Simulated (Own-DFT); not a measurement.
# How much smaller does PBEsol make it? C40 NbSi2, 36 atoms (Nb12Si24)

Calculated, not measured: single-point runs of Own-DFT, a retired in-house plane-wave DFT program that no person has reviewed, on unrelaxed cells, without spin or spin-orbit coupling.

Keep in mind: forces on such cells failed a check on a denser k mesh; stress not checked against mesh or cutoff.

Each geometry was run with PBE and with PBEsol, otherwise alike: PseudoDojo norm-conserving scalar-relativistic files made for PBE; cutoff 42 hartree; 4 x 4 x 5 k mesh centred on Gamma; cold (Marzari-Vanderbilt) smearing of 0.2 eV. Unstrained cell vectors in Å: (0.000, 8.324, 0.000); (-9.613, 0.000, 0.000); (0.000, 0.000, 6.586). Each has a uniform strain, of which the change of volume is shown, and random moves of rms u per axis.

| run | volume change (%) | u (Å) | P with PBE (GPa) | P with PBEsol (GPa) |
|---|---|---|---|---|
| 1 | 0.45 | 0.0498 | 1.58 | -2.06 |
| 2 | 0.26 | 0.0431 | 1.86 | -1.77 |
| 3 | -2.62 | 0.0476 | 7.78 | 4.01 |
| 4 | -4.02 | 0.0589 | 11.38 | 7.54 |
| 5 | 1.39 | 0.0461 | 0.31 | -3.29 |
| 6 | 0.38 | 0.0516 | 2.94 | -0.70 |
| 7 | -0.07 | 0.0513 | 3.33 | -0.33 |
| 8 | 1.93 | 0.0441 | 0.35 | -3.23 |
| 9 | -0.77 | 0.0523 | 4.78 | 1.08 |
| 10 | 1.51 | 0.0537 | -0.30 | -3.90 |
| 11 | -1.06 | 0.0555 | 6.15 | ? |

Q: by how much does PBEsol shrink this cell, and what belongs in the blank?

## Worked answer

Write v for the change of volume as a fraction. Fitted to v and u², the PBE pressure has a slope of -190 ± 14 GPa in v, with the ions held to the strained lattice. The difference PBEsol less PBE is -3.66 + 4.4 v GPa (slope ± 0.1) and averages -3.66 GPa. Divided by the mean slope of the two, 188 GPa, that makes PBEsol's volume at a given pressure, near 2 GPa, about 1.9 % smaller, or 0.65 % in lengths. At one volume PBEsol's slope is the smaller by 4 GPa, but its pressure there is lower too. If stiffness rises by about 4 GPa for each GPa, PBEsol at equal pressure is stiffer by about 10 GPa. Files made for PBEsol would give a different shift.

For run 11 the line gives 2.45 GPa. The run itself gave 2.45 GPa.
